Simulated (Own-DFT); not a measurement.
# Which defects push the lattice out? L1_0 TiAl

Everything here is calculated. The program is Own-DFT (plane waves, in-house, since retired, never reviewed by a person); positions were held fixed, and spin and spin-orbit coupling were off.

Settings: PBE; PseudoDojo norm-conserving scalar-relativistic files; cutoff 42 hartree; 4 x 4 x 4 k mesh centred on Gamma; cold (Marzari-Vanderbilt) smearing of 0.2 eV.

Known weak points: forces on such cells failed a check on a denser k mesh; stress not checked against mesh or cutoff.

All runs share one cell, with vectors in Å (5.622, 5.622, 0.000); (-5.622, 5.622, 0.000); (0.000, 0.000, 8.133) and a volume of 514.0 Å³. The atoms are randomly displaced, by u rms on each axis. The defect's site can differ from row to row.

| cell | formula | u (Å) | P (GPa) |
|---|---|---|---|
| no defect | Al16Ti16 | 0.0205 | 1.19 |
| no defect | Al16Ti16 | 0.0213 | 1.20 |
| no defect | Al16Ti16 | 0.0502 | 1.68 |
| two Al vacancies | Al14Ti16 | 0.0290 | -0.53 |
| two Al vacancies | Al14Ti16 | 0.0331 | ? |
| two Al vacancies | Al14Ti16 | 0.0478 | -0.19 |
| two Al vacancies | Al14Ti16 | 0.0533 | -0.11 |
| one Ti vacancy | Al16Ti15 | 0.0285 | 0.45 |
| one Ti vacancy | Al16Ti15 | 0.0289 | 0.54 |
| one Ti vacancy | Al16Ti15 | 0.0292 | 0.43 |

## Working it out

P = P0 + c u² + a shift for each defect gives P0 = 1.10 GPa, c = 228 ± 19 GPa/Å² and a scatter of 0.04 GPa. The shifts, and each times the cell's volume:

- one Ti vacancy: -0.81 ± 0.03 GPa, -2.6 eV
- two Al vacancies: -1.83 ± 0.04 GPa, -5.9 eV (-2.9 eV for each of its 2 sites)

A positive shift means that the defect pushes the cell outwards. Shift times volume (160.2 GPa Å³ is 1 eV) depends little on the cell's size, so, taken for each site, it can be compared between cells at like pressure. The atoms around the defects weren't relaxed, which would change these numbers.

## The run left out

Asked: what pressure belongs in the blank (two Al vacancies, u = 0.0331 Å)?

From the fit: -0.48 ± 0.05 GPa. The calculation gave -0.51 GPa.
